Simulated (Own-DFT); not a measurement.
# What a defect does to the pressure of its cell: 2H SiC

The numbers are computed, not measured, by runs of the plane-wave DFT program Own-DFT (in-house, retired, unreviewed) at fixed positions, with no spin and no spin-orbit coupling.

Settings: PBE; PseudoDojo norm-conserving scalar-relativistic files; cutoff 42 hartree; 4 x 4 x 3 k mesh centred on Gamma; Fermi-Dirac smearing of 0.1 eV.

Limits (not all hold for every row): some atoms lie very close together; not probed for a lower state with spin; forces on such cells passed a denser k mesh, each cell not checked; stress not checked against mesh or cutoff.

All runs share one cell, with vectors in Å (9.248, 0.000, 0.000); (-4.624, 8.009, 0.000); (0.000, 0.000, 10.068) and a volume of 745.7 Å³. The atoms are randomly displaced, by u rms on each axis. The defect's site can differ from row to row.

```
                                     cell     formula   u (Å)  P (GPa)
                                no defect     C36Si36  0.0285     3.77
                                no defect     C36Si36  0.0306     3.78
                                no defect     C36Si36  0.0562     5.70
                   two N on a C site each   C34N2Si36  0.0280     2.78
                   two N on a C site each   C34N2Si36  0.0511     4.60
                   two N on a C site each   C34N2Si36  0.0514     4.59
                       one C on a Si site     C37Si35  0.0294     1.81
                       one C on a Si site     C37Si35  0.0308     1.90
                       one C on a Si site     C37Si35  0.0514     3.63
                       one Si on a C site     C35Si37  0.0280    10.37
                       one Si on a C site     C35Si37  0.0497    12.16
                       one Si on a C site     C35Si37  0.0512    11.50
one Al on a Si site and one N on a C site  AlC35NSi35  0.0292     3.91
one Al on a Si site and one N on a C site  AlC35NSi35  0.0304     3.83
one Al on a Si site and one N on a C site  AlC35NSi35  0.0497        ?
one Al on a Si site and one N on a C site  AlC35NSi35  0.0501     5.26
```

## Worked fit

P = P0 + c u² + a shift for each defect gives P0 = 2.95 GPa, c = 894 ± 62 GPa/Å² and a scatter of 0.21 GPa. The shifts, and each times the cell's volume:

- one Si on a C site: 6.64 ± 0.17 GPa, 30.9 eV
- one Al on a Si site and one N on a C site: 0.10 ± 0.17 GPa, 0.5 eV (not resolved)
- two N on a C site each: -0.77 ± 0.17 GPa, -3.6 eV (-1.8 eV for each of its 2 sites)
- one C on a Si site: -1.83 ± 0.17 GPa, -8.5 eV

Positive is outwards. The product with the volume (160.2 GPa Å³ to the eV) is nearly free of the cell's size; divided by the bulk modulus at the cell's pressure it gives the volume that the defect adds. The atoms around the defects weren't relaxed, which would change these numbers.

## The run left out

The question: what pressure belongs in the blank (one Al on a Si site and one N on a C site, u = 0.0497 Å)?

Estimate: 5.27 ± 0.25 GPa. The hidden result is 5.53 GPa.
